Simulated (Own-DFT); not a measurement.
Simulation results for GaN (wurtzite, strained, atoms displaced)

A calculation, not a measurement: plane-wave PBE density functional theory by an unreviewed code, no spin, of a simulated periodic cell, stress positive in tension, free energy of the whole cell less one offset for each atom, forces on such cells passed a denser k mesh, this cell's mesh not checked; offsets are fitted by least squares, one for each functional and potential file, so energies compare only between cells with the same atoms and settings and are not formation energies; the far tail of each file's local potential was reset to the Coulomb form; each entry is a single point on an unrelaxed cell, so the pressure reflects the starting lattice, mostly measured values (interpolated for alloys), from which strain is counted, and rises with the displacements; printed positions are rounded, which can move forces by about a meV/angstrom; the program, named Own-DFT, is a retired in-house code; no spin-orbit coupling. Program: Own-DFT development build.

Settings shared by all entries: functional PBE; potential files PseudoDojo norm-conserving, scalar-relativistic, standard set with the stringent files for Ga; wave cutoff 96 hartree; occupations Gaussian; smearing width 0.01 eV; k mesh 3 x 4 x 3 centred on Gamma.

(1) 
```cif
# cell vector a (Å): 12.7560 0.0000 0.0000
# cell vector b (Å): -4.7835 8.2853 0.0000
# cell vector c (Å): 0.0000 0.0000 10.3959
data_GaN
_symmetry_space_group_name_H-M 'P 1'
_symmetry_Int_Tables_number 1
_cell_length_a 12.7560
_cell_length_b 9.5670
_cell_length_c 10.3959
_cell_angle_alpha 90.000
_cell_angle_beta 90.000
_cell_angle_gamma 120.000
_cell_volume 1098.71
loop_
_atom_site_label
_atom_site_type_symbol
_atom_site_fract_x
_atom_site_fract_y
_atom_site_fract_z
_atom_site_occupancy
Ga1 Ga 0.08380 0.22563 0.99563 1
Ga2 Ga 0.16819 0.10679 0.24413 1
N1 N 0.07900 0.22583 0.19204 1
N2 N 0.17442 0.11344 0.44788 1
Ga3 Ga 0.07580 0.21559 0.49884 1
Ga4 Ga 0.16986 0.12059 0.74889 1
N3 N 0.07968 0.21317 0.69553 1
N4 N 0.17173 0.11747 0.94504 1
Ga5 Ga 0.09164 0.56214 0.99478 1
Ga6 Ga 0.16907 0.44860 0.25287 1
N5 N 0.07839 0.55806 0.18401 1
N6 N 0.16747 0.43686 0.44079 1
Ga7 Ga 0.07905 0.55423 0.50700 1
Ga8 Ga 0.16068 0.43804 0.75663 1
N7 N 0.08568 0.55518 0.67598 1
N8 N 0.17072 0.45775 0.93577 1
Ga9 Ga 0.08455 0.89095 0.00413 1
Ga10 Ga 0.16864 0.77496 0.25252 1
N9 N 0.06940 0.87860 0.19491 1
N10 N 0.16826 0.77198 0.44008 1
Ga11 Ga 0.08213 0.88261 0.50278 1
Ga12 Ga 0.16717 0.77564 0.74493 1
N11 N 0.08885 0.89370 0.68559 1
N12 N 0.16438 0.77990 0.93418 1
Ga13 Ga 0.32893 0.21717 0.99910 1
Ga14 Ga 0.41299 0.10342 0.25493 1
N13 N 0.33088 0.22081 0.18681 1
N14 N 0.41799 0.11736 0.43472 1
Ga15 Ga 0.34022 0.22539 0.50109 1
Ga16 Ga 0.41341 0.10612 0.75299 1
N15 N 0.33553 0.21579 0.68683 1
N16 N 0.41705 0.11427 0.94394 1
Ga17 Ga 0.34304 0.56475 0.00738 1
Ga18 Ga 0.41895 0.43432 0.24580 1
N17 N 0.33827 0.56331 0.18015 1
N18 N 0.41735 0.44379 0.43391 1
Ga19 Ga 0.33823 0.55730 0.49812 1
Ga20 Ga 0.41196 0.43123 0.74402 1
N19 N 0.34087 0.55507 0.68487 1
N20 N 0.41589 0.44596 0.93096 1
Ga21 Ga 0.33368 0.88970 0.99659 1
Ga22 Ga 0.41686 0.78323 0.25476 1
N21 N 0.33851 0.89807 0.18207 1
N22 N 0.41592 0.77994 0.44535 1
Ga23 Ga 0.32879 0.88774 0.50613 1
Ga24 Ga 0.41477 0.79062 0.75444 1
N23 N 0.33529 0.89436 0.69191 1
N24 N 0.42437 0.77319 0.94320 1
Ga25 Ga 0.58028 0.22136 0.99574 1
Ga26 Ga 0.66772 0.11316 0.24672 1
N25 N 0.58688 0.23028 0.18638 1
N26 N 0.66079 0.10965 0.43239 1
Ga27 Ga 0.57985 0.22232 0.50147 1
Ga28 Ga 0.66582 0.11758 0.74937 1
N27 N 0.59062 0.22259 0.69158 1
N28 N 0.66596 0.11233 0.93401 1
Ga29 Ga 0.58730 0.55818 0.99533 1
Ga30 Ga 0.66282 0.44695 0.25360 1
N29 N 0.57982 0.54825 0.18810 1
N30 N 0.65598 0.43883 0.43971 1
Ga31 Ga 0.58027 0.54793 0.50278 1
Ga32 Ga 0.65593 0.43434 0.74935 1
N31 N 0.58767 0.56912 0.69499 1
N32 N 0.67052 0.45105 0.93666 1
Ga33 Ga 0.59068 0.89496 0.99852 1
Ga34 Ga 0.66828 0.77943 0.24082 1
N33 N 0.58482 0.89712 0.18702 1
N34 N 0.67354 0.78591 0.43153 1
Ga35 Ga 0.57370 0.88797 0.49946 1
Ga36 Ga 0.66033 0.76464 0.74935 1
N35 N 0.58659 0.88583 0.68230 1
N36 N 0.66810 0.77685 0.92927 1
Ga37 Ga 0.83511 0.22929 0.99890 1
Ga38 Ga 0.91379 0.10236 0.24610 1
N37 N 0.83106 0.21974 0.18843 1
N38 N 0.90988 0.10950 0.44410 1
Ga39 Ga 0.83440 0.21655 0.50395 1
Ga40 Ga 0.91557 0.11106 0.75219 1
N39 N 0.83648 0.22190 0.68909 1
N40 N 0.92139 0.11255 0.93624 1
Ga41 Ga 0.82382 0.54383 0.00169 1
Ga42 Ga 0.91560 0.44744 0.25207 1
N41 N 0.83344 0.55541 0.18605 1
N42 N 0.92108 0.45412 0.43349 1
Ga43 Ga 0.83031 0.55794 0.49999 1
Ga44 Ga 0.91686 0.44610 0.75455 1
N43 N 0.83890 0.56136 0.68221 1
N44 N 0.91707 0.45753 0.93358 1
Ga45 Ga 0.83305 0.88667 0.00451 1
Ga46 Ga 0.91003 0.77355 0.25326 1
N45 N 0.83445 0.88713 0.18576 1
N46 N 0.91909 0.78841 0.44092 1
Ga47 Ga 0.83776 0.89291 0.50171 1
Ga48 Ga 0.92074 0.78324 0.74480 1
N47 N 0.83622 0.89141 0.69323 1
N48 N 0.91841 0.78146 0.93810 1
_calc_free_energy_of_cell_above_offsets '-4.865'  # eV
_calc_pressure 6.4  # GPa
_calc_stress_xx -6.11  # GPa
_calc_stress_yy -6.15  # GPa
_calc_stress_zz -6.93  # GPa
_calc_stress_yz -0.97  # GPa
_calc_stress_xz -0.58  # GPa
_calc_stress_xy 0.4  # GPa
```

Force:
```csv
element,x (eV/Å),y (eV/Å),z (eV/Å)
Ga,0.12,0.544,1.107
Ga,-1.449,0.084,1.505
N,1.197,-0.321,-0.74
N,-1.155,-0.688,-1.222
Ga,1.481,0.291,0.282
Ga,0.6,-1.547,0.46
N,-0.364,1.405,-0.983
N,-1.216,-0.963,-1.234
Ga,-1.975,-0.004,1.088
Ga,-0.34,-0.176,-0.272
N,1.355,-0.014,0.111
N,-0.601,0.954,-0.166
Ga,1.083,-0.62,-3.493
Ga,1.223,0.766,-2.04
N,-0.061,-0.096,4.376
N,1.158,-1.191,0.696
Ga,-0.939,-0.557,-0.167
Ga,-0.802,0.213,-0.467
N,2.449,1.267,-0.699
N,-0.399,0.492,-0.129
Ga,0.335,1.191,-0.803
Ga,-0.862,-0.01,0.474
N,0.095,-0.069,0.803
N,0.94,0.545,-0.029
Ga,1.043,1.925,0.425
Ga,0.523,1.865,-1.331
N,0.665,-0.748,-0.141
N,0.335,-1.431,1.245
Ga,-1.358,-0.024,-0.427
Ga,0.628,1.13,0.614
N,-0.015,0.138,0.076
N,-0.107,-0.674,-1.341
Ga,-0.229,-1.437,-2.51
Ga,-1.437,1.113,0.451
N,-0.115,-0.603,3.31
N,0.198,0.076,0.224
Ga,-0.79,-0.817,0.549
Ga,-0.143,2.091,0.876
N,-1.606,0.226,0.544
N,0.6,-0.648,0.98
Ga,0.479,-0.477,0.044
Ga,0.587,-0.212,-0.623
N,-0.614,-1.597,0.773
N,-1.451,-0.453,-1.416
Ga,0.526,0.509,-0.806
Ga,2.96,-2.203,-0.137
N,-0.531,-0.402,-0.487
N,-1.638,2.01,-1.097
Ga,0.716,0.683,1.173
Ga,-0.554,0.596,0.33
N,-0.577,-0.898,-0.059
N,0.441,0.538,1.116
Ga,1.162,-0.494,-0.387
Ga,2.648,-1.997,-0.096
N,-2.939,-0.09,-1.105
N,0.186,0.506,0.435
Ga,-1.113,-0.389,0.247
Ga,1.162,-0.499,-0.445
N,0.122,1.469,-1.087
N,1.687,0.497,0.079
Ga,-0.726,2.438,-0.157
Ga,1.285,2.435,0.082
N,0.228,-5.799,-2.326
N,-1.187,-1.71,-0.717
Ga,-0.089,-0.417,0.02
Ga,-0.827,-0.299,1.405
N,0.256,-1.134,-0.255
N,-0.864,-1.073,0.494
Ga,2.929,0.718,-0.124
Ga,0.418,4.963,0.138
N,-1.29,0.885,1.206
N,-0.003,0.54,2.164
Ga,0.472,-0.184,-0.065
Ga,-0.553,1.364,0.813
N,0.609,0.519,-0.364
N,1.553,-0.055,-1.589
Ga,-2.174,1.154,-0.535
Ga,-0.078,-0.839,0.062
N,-0.739,0.605,0.262
N,-1.264,0.09,0.871
Ga,1.29,2.558,0.006
Ga,0.262,-0.561,-0.694
N,-1.003,-0.28,0.817
N,-0.833,-1.099,1.009
Ga,0.252,-0.142,-0.44
Ga,-0.206,0.188,-1.693
N,-0.759,-0.809,0.914
N,1.302,-1.19,1.049
Ga,0.464,0.221,-1.938
Ga,0.162,-0.447,0.196
N,-0.555,-0.264,0.26
N,0.438,-1.381,-0.512
Ga,-1.513,-0.533,0.873
Ga,-0.095,-0.318,1.112
N,-0.623,-0.392,-0.792
N,0.135,-0.531,-0.001
```

(2) 
```cif
# cell vector a (Å): 12.7560 0.0000 0.0000
# cell vector b (Å): -4.7835 8.2853 0.0000
# cell vector c (Å): 0.0000 0.0000 10.3959
data_GaN
_symmetry_space_group_name_H-M 'P 1'
_symmetry_Int_Tables_number 1
_cell_length_a 12.7560
_cell_length_b 9.5670
_cell_length_c 10.3959
_cell_angle_alpha 90.000
_cell_angle_beta 90.000
_cell_angle_gamma 120.000
_cell_volume 1098.71
loop_
_atom_site_label
_atom_site_type_symbol
_atom_site_fract_x
_atom_site_fract_y
_atom_site_fract_z
_atom_site_occupancy
Ga1 Ga 0.08179 0.21748 0.99731 1
Ga2 Ga 0.16659 0.11144 0.24880 1
N1 N 0.08011 0.22255 0.18539 1
N2 N 0.16512 0.11045 0.43413 1
Ga3 Ga 0.08304 0.22709 0.49956 1
Ga4 Ga 0.16970 0.11872 0.75170 1
N3 N 0.08264 0.21767 0.67935 1
N4 N 0.16816 0.11284 0.94628 1
Ga5 Ga 0.08590 0.56209 0.99453 1
Ga6 Ga 0.17228 0.44604 0.25201 1
N5 N 0.08795 0.56694 0.18784 1
N6 N 0.17295 0.45459 0.43576 1
Ga7 Ga 0.07941 0.56034 0.50521 1
Ga8 Ga 0.16562 0.44645 0.75158 1
N7 N 0.07505 0.54189 0.69743 1
N8 N 0.16652 0.44830 0.95014 1
Ga9 Ga 0.08702 0.88727 0.99608 1
Ga10 Ga 0.16482 0.78505 0.24548 1
N9 N 0.08038 0.88784 0.18286 1
N10 N 0.16377 0.76977 0.43429 1
Ga11 Ga 0.07061 0.87600 0.50284 1
Ga12 Ga 0.15854 0.77755 0.74811 1
N11 N 0.08476 0.88795 0.69691 1
N12 N 0.15444 0.76689 0.94467 1
Ga13 Ga 0.32873 0.22541 0.00788 1
Ga14 Ga 0.40297 0.09718 0.24776 1
N13 N 0.34188 0.22710 0.18508 1
N14 N 0.41529 0.11000 0.43917 1
Ga15 Ga 0.33682 0.21914 0.48984 1
Ga16 Ga 0.41721 0.10354 0.74980 1
N15 N 0.33338 0.23299 0.68511 1
N16 N 0.41857 0.11117 0.93635 1
Ga17 Ga 0.32970 0.55786 0.99182 1
Ga18 Ga 0.41255 0.44503 0.24881 1
N17 N 0.33212 0.55333 0.18227 1
N18 N 0.41117 0.44096 0.43755 1
Ga19 Ga 0.33952 0.56332 0.50594 1
Ga20 Ga 0.41682 0.43937 0.75922 1
N19 N 0.32855 0.56093 0.68981 1
N20 N 0.42126 0.45135 0.92843 1
Ga21 Ga 0.32925 0.88282 0.00459 1
Ga22 Ga 0.41227 0.78261 0.25168 1
N21 N 0.33885 0.89527 0.18906 1
N22 N 0.41609 0.78163 0.43573 1
Ga23 Ga 0.33037 0.89001 0.49037 1
Ga24 Ga 0.41568 0.77843 0.75256 1
N23 N 0.33795 0.88414 0.68657 1
N24 N 0.41901 0.77605 0.95142 1
Ga25 Ga 0.57874 0.21428 0.00377 1
Ga26 Ga 0.66240 0.11117 0.24943 1
N25 N 0.57440 0.21660 0.19840 1
N26 N 0.66343 0.10552 0.43741 1
Ga27 Ga 0.58890 0.22055 0.50525 1
Ga28 Ga 0.66358 0.10546 0.74956 1
N27 N 0.58144 0.21823 0.69295 1
N28 N 0.66511 0.10038 0.93505 1
Ga29 Ga 0.57406 0.54950 0.99999 1
Ga30 Ga 0.66185 0.44233 0.24931 1
N29 N 0.58861 0.55969 0.19453 1
N30 N 0.66862 0.44321 0.43822 1
Ga31 Ga 0.58231 0.55764 0.50049 1
Ga32 Ga 0.66981 0.43568 0.74892 1
N31 N 0.58413 0.55997 0.68989 1
N32 N 0.67236 0.44727 0.94321 1
Ga33 Ga 0.59704 0.90119 0.00002 1
Ga34 Ga 0.65994 0.77161 0.25378 1
N33 N 0.58714 0.88446 0.18536 1
N34 N 0.67171 0.78414 0.44268 1
Ga35 Ga 0.58563 0.88124 0.49443 1
Ga36 Ga 0.67070 0.77157 0.74418 1
N35 N 0.58166 0.88364 0.69501 1
N36 N 0.67365 0.77435 0.94017 1
Ga37 Ga 0.83486 0.21594 0.00245 1
Ga38 Ga 0.91054 0.11214 0.25342 1
N37 N 0.83020 0.22005 0.18468 1
N38 N 0.91550 0.12020 0.43241 1
Ga39 Ga 0.83576 0.21985 0.50496 1
Ga40 Ga 0.91393 0.11459 0.74824 1
N39 N 0.83229 0.22953 0.68901 1
N40 N 0.92281 0.12335 0.93292 1
Ga41 Ga 0.83430 0.56060 0.00638 1
Ga42 Ga 0.91262 0.44717 0.24489 1
N41 N 0.83451 0.55398 0.19859 1
N42 N 0.91763 0.44771 0.43758 1
Ga43 Ga 0.83241 0.55429 0.49924 1
Ga44 Ga 0.92491 0.44155 0.75659 1
N43 N 0.83256 0.54973 0.68685 1
N44 N 0.91870 0.44149 0.93989 1
Ga45 Ga 0.82901 0.89023 0.99915 1
Ga46 Ga 0.92286 0.77928 0.24903 1
N45 N 0.83251 0.88511 0.18498 1
N46 N 0.91358 0.78115 0.43332 1
Ga47 Ga 0.83956 0.88592 0.50766 1
Ga48 Ga 0.91738 0.76896 0.74552 1
N47 N 0.82138 0.88116 0.68274 1
N48 N 0.92011 0.78261 0.93800 1
_calc_free_energy_of_cell_above_offsets '-4.224'  # eV
_calc_pressure 6.7  # GPa
_calc_stress_xx -7.06  # GPa
_calc_stress_yy -6.87  # GPa
_calc_stress_zz -6.17  # GPa
_calc_stress_yz -0.21  # GPa
_calc_stress_xz -0.21  # GPa
_calc_stress_xy 0.28  # GPa
```

Force:
```csv
element,x (eV/Å),y (eV/Å),z (eV/Å)
Ga,-0.278,1.014,1.108
Ga,-0.796,0.259,-0.309
N,0.343,-0.146,0.476
N,0.073,-0.682,0.631
Ga,0.502,0.413,-1.619
Ga,0.291,-0.189,-0.104
N,-0.698,0.305,1.907
N,0.07,-0.229,-1.461
Ga,-0.453,-2.689,2.286
Ga,-1.501,0.037,-0.65
N,-0.065,-1.139,-0.198
N,-0.503,-0.478,1.213
Ga,1.216,-1.387,-0.694
Ga,0.757,-0.753,0.443
N,1.666,2.842,-1.81
N,0.049,-1.149,-2.263
Ga,-1.998,0.53,0.496
Ga,0.587,-1.117,0.369
N,0.882,1.076,0.23
N,-0.942,1.484,0.569
Ga,1.856,1.785,-0.401
Ga,2.992,-0.917,0.883
N,-1.41,0.948,-1.655
N,2.203,2.743,-2.112
Ga,1.521,0.267,-1.944
Ga,1.435,2.894,1.321
N,-1.574,-0.377,1.038
N,0.937,-0.1,-0.556
Ga,-1.728,0.475,1.553
Ga,-1.294,0.514,-0.124
N,0.895,-1.792,-0.139
N,-1.228,-0.57,0.593
Ga,1.197,-0.162,1.231
Ga,0.765,0.703,0.369
N,0.339,0.729,0.267
N,0.782,0.817,-0.139
Ga,-0.883,-0.685,-0.604
Ga,-0.209,1.121,-3.786
N,1.085,-0.681,0.576
N,-1.437,-1.172,3.616
Ga,0.403,0.399,-1.171
Ga,2.094,-1.239,-0.791
N,-1.541,-1.932,-0.569
N,0.601,-0.16,0.218
Ga,0.33,-0.406,1.496
Ga,0.903,-0.26,0.963
N,-2.416,0.306,-0.359
N,-0.317,1.251,-1.514
Ga,0.732,0.882,0.156
Ga,0.49,-0.448,0.166
N,0.406,0.139,-1.306
N,0.731,0.332,0.415
Ga,-0.863,0.026,-0.768
Ga,0.415,-0.11,-0.065
N,0.301,-0.063,-0.622
N,-0.195,2.911,0.06
Ga,2.318,1.241,0.636
Ga,0.795,-0.321,0.538
N,-1.538,-1.225,-1.141
N,-0.815,-0.094,0.421
Ga,0.317,-0.612,0.027
Ga,-1.102,1.117,0.904
N,0.392,-2.071,-0.42
N,-1.002,-1.041,-0.295
Ga,-0.505,-3.52,0.476
Ga,1.522,1.189,-0.075
N,-1.536,0.76,0.698
N,0.768,-1.23,-0.704
Ga,-1.558,1.18,1.413
Ga,-2.534,-0.023,2.055
N,0.282,0.016,-1.137
N,-1.928,-0.438,-1.01
Ga,-0.935,1.1,-0.594
Ga,0.973,-0.614,-1.359
N,-0.459,0.393,0.636
N,1.263,-1.229,1.663
Ga,-1.411,0.784,-0.81
Ga,0.409,-0.587,-0.41
N,0.251,-1.211,0.081
N,-0.105,-1.703,-0.127
Ga,0.641,-0.128,-0.336
Ga,2.573,-0.725,0.832
N,-1.665,0.725,-1.402
N,-0.173,-0.531,0.052
Ga,0.056,-0.304,-0.232
Ga,-3.466,-0.778,0.622
N,0.709,0.259,-0.015
N,-0.827,0.085,0.61
Ga,2.037,0.455,0.339
Ga,-1.889,0.005,-0.548
N,-0.126,0.383,0.904
N,0.788,-0.967,0.646
Ga,-1.833,1.323,-1.962
Ga,-1.406,0.37,1.412
N,3.461,1.995,1.062
N,-0.264,-0.198,-0.363
```

(3) 
```cif
# cell vector a (Å): 12.7560 0.0000 0.0000
# cell vector b (Å): -4.7835 8.2853 0.0000
# cell vector c (Å): 0.0000 0.0000 10.3959
data_GaN
_symmetry_space_group_name_H-M 'P 1'
_symmetry_Int_Tables_number 1
_cell_length_a 12.7560
_cell_length_b 9.5670
_cell_length_c 10.3959
_cell_angle_alpha 90.000
_cell_angle_beta 90.000
_cell_angle_gamma 120.000
_cell_volume 1098.71
loop_
_atom_site_label
_atom_site_type_symbol
_atom_site_fract_x
_atom_site_fract_y
_atom_site_fract_z
_atom_site_occupancy
Ga1 Ga 0.07951 0.21886 0.99910 1
Ga2 Ga 0.17003 0.10982 0.24703 1
N1 N 0.07688 0.21993 0.18578 1
N2 N 0.16783 0.12515 0.43626 1
Ga3 Ga 0.09173 0.22861 0.50180 1
Ga4 Ga 0.16611 0.11400 0.74604 1
N3 N 0.08773 0.22216 0.68951 1
N4 N 0.17121 0.11390 0.94134 1
Ga5 Ga 0.07674 0.55393 0.00030 1
Ga6 Ga 0.17122 0.44341 0.24504 1
N5 N 0.07819 0.55397 0.18495 1
N6 N 0.16152 0.43266 0.43624 1
Ga7 Ga 0.08196 0.56064 0.50655 1
Ga8 Ga 0.17283 0.45665 0.75625 1
N7 N 0.08899 0.56426 0.69182 1
N8 N 0.17007 0.44816 0.94035 1
Ga9 Ga 0.07988 0.88952 0.00646 1
Ga10 Ga 0.16520 0.77975 0.24953 1
N9 N 0.08637 0.88004 0.20074 1
N10 N 0.16661 0.78414 0.43179 1
Ga11 Ga 0.08672 0.88830 0.49958 1
Ga12 Ga 0.16816 0.78511 0.75238 1
N11 N 0.07907 0.88266 0.69424 1
N12 N 0.16777 0.79108 0.93627 1
Ga13 Ga 0.33007 0.22564 0.00317 1
Ga14 Ga 0.41472 0.10846 0.24791 1
N13 N 0.33273 0.21549 0.19906 1
N14 N 0.41794 0.10375 0.43730 1
Ga15 Ga 0.33064 0.21598 0.49232 1
Ga16 Ga 0.41264 0.11926 0.74112 1
N15 N 0.33527 0.21947 0.68827 1
N16 N 0.40293 0.10452 0.94110 1
Ga17 Ga 0.32581 0.54737 0.99149 1
Ga18 Ga 0.41495 0.44529 0.24047 1
N17 N 0.33164 0.55009 0.18125 1
N18 N 0.41744 0.44036 0.43440 1
Ga19 Ga 0.32555 0.55636 0.50474 1
Ga20 Ga 0.41898 0.44459 0.74693 1
N19 N 0.32808 0.55738 0.69416 1
N20 N 0.41803 0.45100 0.93829 1
Ga21 Ga 0.32704 0.88210 0.99701 1
Ga22 Ga 0.40669 0.77298 0.25628 1
N21 N 0.33702 0.88813 0.19119 1
N22 N 0.41564 0.76683 0.43260 1
Ga23 Ga 0.33768 0.88533 0.49473 1
Ga24 Ga 0.41761 0.78295 0.75147 1
N23 N 0.33829 0.88890 0.68387 1
N24 N 0.41646 0.78423 0.93700 1
Ga25 Ga 0.58362 0.21747 0.00084 1
Ga26 Ga 0.66664 0.11205 0.24866 1
N25 N 0.57639 0.21918 0.19251 1
N26 N 0.66818 0.11623 0.43234 1
Ga27 Ga 0.58344 0.22326 0.50244 1
Ga28 Ga 0.66643 0.11287 0.75086 1
N27 N 0.58089 0.22121 0.68965 1
N28 N 0.67192 0.12706 0.93861 1
Ga29 Ga 0.58970 0.56296 0.00946 1
Ga30 Ga 0.67069 0.45472 0.24490 1
N29 N 0.58530 0.55370 0.19777 1
N30 N 0.66123 0.44381 0.43456 1
Ga31 Ga 0.58267 0.55332 0.49764 1
Ga32 Ga 0.66230 0.43869 0.74688 1
N31 N 0.57542 0.55031 0.69185 1
N32 N 0.66095 0.44219 0.93434 1
Ga33 Ga 0.58067 0.89503 0.00410 1
Ga34 Ga 0.67554 0.78482 0.25342 1
N33 N 0.57999 0.88591 0.18910 1
N34 N 0.67352 0.77926 0.45290 1
Ga35 Ga 0.58250 0.88840 0.51160 1
Ga36 Ga 0.66262 0.77933 0.75688 1
N35 N 0.59193 0.90154 0.68319 1
N36 N 0.66621 0.77009 0.94161 1
Ga37 Ga 0.83500 0.22214 0.00054 1
Ga38 Ga 0.91543 0.11812 0.25240 1
N37 N 0.83349 0.22288 0.18483 1
N38 N 0.91231 0.10507 0.43891 1
Ga39 Ga 0.82953 0.22297 0.50829 1
Ga40 Ga 0.91066 0.10408 0.74453 1
N39 N 0.82951 0.21352 0.68865 1
N40 N 0.90622 0.10276 0.94311 1
Ga41 Ga 0.83454 0.55402 0.99533 1
Ga42 Ga 0.91950 0.45811 0.24313 1
N41 N 0.83482 0.54913 0.18076 1
N42 N 0.91926 0.45396 0.43979 1
Ga43 Ga 0.83376 0.56499 0.50960 1
Ga44 Ga 0.91282 0.43916 0.75295 1
N43 N 0.82941 0.55011 0.68482 1
N44 N 0.91971 0.44671 0.95233 1
Ga45 Ga 0.83023 0.88498 0.99234 1
Ga46 Ga 0.92959 0.78661 0.24905 1
N45 N 0.82759 0.88692 0.18784 1
N46 N 0.91773 0.77332 0.44207 1
Ga47 Ga 0.83266 0.88917 0.49766 1
Ga48 Ga 0.91456 0.77799 0.75066 1
N47 N 0.83218 0.88221 0.69490 1
N48 N 0.92309 0.78359 0.93837 1
_calc_free_energy_of_cell_above_offsets '-4.424'  # eV
_calc_pressure 6.75  # GPa
_calc_stress_xx -9.34  # GPa
_calc_stress_yy -5.36  # GPa
_calc_stress_zz -5.56  # GPa
_calc_stress_yz 0.74  # GPa
_calc_stress_xz -0.46  # GPa
_calc_stress_xy 0.11  # GPa
```

Force:
```csv
element,x (eV/Å),y (eV/Å),z (eV/Å)
Ga,-0.039,-0.129,-0.256
Ga,-1.54,0.341,0.651
N,1.343,-0.164,0.09
N,1.268,-2.539,-0.348
Ga,-2.199,-1.319,0.537
Ga,0.926,-0.801,0.999
N,-1.654,0.801,0.216
N,-1.836,-0.457,-0.262
Ga,2.242,1.685,0.136
Ga,-1.45,-0.337,0.467
N,1.879,0.8,0.342
N,-0.587,2.809,-0.307
Ga,0.38,-0.391,-1.174
Ga,-1.238,-1.702,-0.332
N,-0.86,-0.917,0.357
N,-2.521,-1.134,-0.306
Ga,1.089,0.807,-0.334
Ga,2.92,-1.637,0.114
N,-1.338,2.706,-2.534
N,1.281,-0.738,1.289
Ga,-1.033,0.849,0.524
Ga,0.678,0.052,-0.256
N,0.167,1.119,-1.281
N,-0.313,-1.967,0.698
Ga,1.218,0.323,0.13
Ga,0.774,-0.27,0.696
N,-0.641,1.036,-1.733
N,-0.534,0.431,0.142
Ga,0.813,0.862,0.364
Ga,2.294,-2.146,2.103
N,-2.636,1.203,-1.377
N,1.712,0.822,-0.687
Ga,1.91,1.983,1.095
Ga,0.631,-0.261,1.683
N,-0.271,0.791,0.018
N,-1.052,0.496,0.332
Ga,1.367,-1.293,-0.479
Ga,-1.503,-0.575,0.846
N,1.968,0.641,-0.874
N,0.533,-0.523,0.266
Ga,0.349,1.177,0.836
Ga,2.04,-0.273,-1.939
N,-1.635,-0.376,-0.843
N,0.063,0.783,2.01
Ga,-0.74,-0.031,0.37
Ga,0.449,0.028,-0.031
N,-1.133,0.416,-0.042
N,0.533,-0.754,-0.03
Ga,-2.471,0.667,0.498
Ga,-0.234,0.052,-0.241
N,1.316,0.922,-0.977
N,-0.104,-0.792,1.563
Ga,0.05,0.145,-1.034
Ga,-0.671,0.48,0.51
N,0.35,-0.261,-0.276
N,0.685,-1.938,-0.588
Ga,-0.76,-1.631,-0.473
Ga,1.065,-1.883,1.077
N,-1.205,1.251,-1.267
N,1.466,0.177,0.573
Ga,-0.7,0.012,0.376
Ga,-0.481,0.799,0.512
N,1.595,1.368,-0.913
N,0.994,0.26,0.652
Ga,0.613,-0.318,-0.053
Ga,-2.207,-0.981,1.016
N,0.149,-0.118,0.491
N,-2.177,-0.527,-1.678
Ga,0.543,0.181,-3.793
Ga,0.679,-0.863,-0.85
N,-0.738,-1.363,2.927
N,-1.36,1.584,-0.402
Ga,-0.403,0.016,0.673
Ga,-0.031,-0.816,0.039
N,-0.515,0.55,0.651
N,0.306,1.367,0.586
Ga,0.626,0.457,-2.43
Ga,1.378,0.354,0.948
N,-0.054,1.263,0.852
N,1.361,1.021,-1.599
Ga,-1.326,0.308,0.072
Ga,0.726,-2.468,1.916
N,-1.806,1.994,0.162
N,-0.331,-0.767,0.074
Ga,0.027,-1.734,-2.556
Ga,0.596,0.589,0.042
N,0.193,0.162,2.475
N,-1.06,-1.141,-2.939
Ga,0.395,-0.113,1.489
Ga,-3.278,-1.703,0.836
N,2.745,0.859,-0.574
N,-0.206,1.493,-0.75
Ga,1.51,0.252,0.958
Ga,0.651,-0.642,0.199
N,-0.958,0.27,-0.765
N,-1.018,-1.018,0.104
```
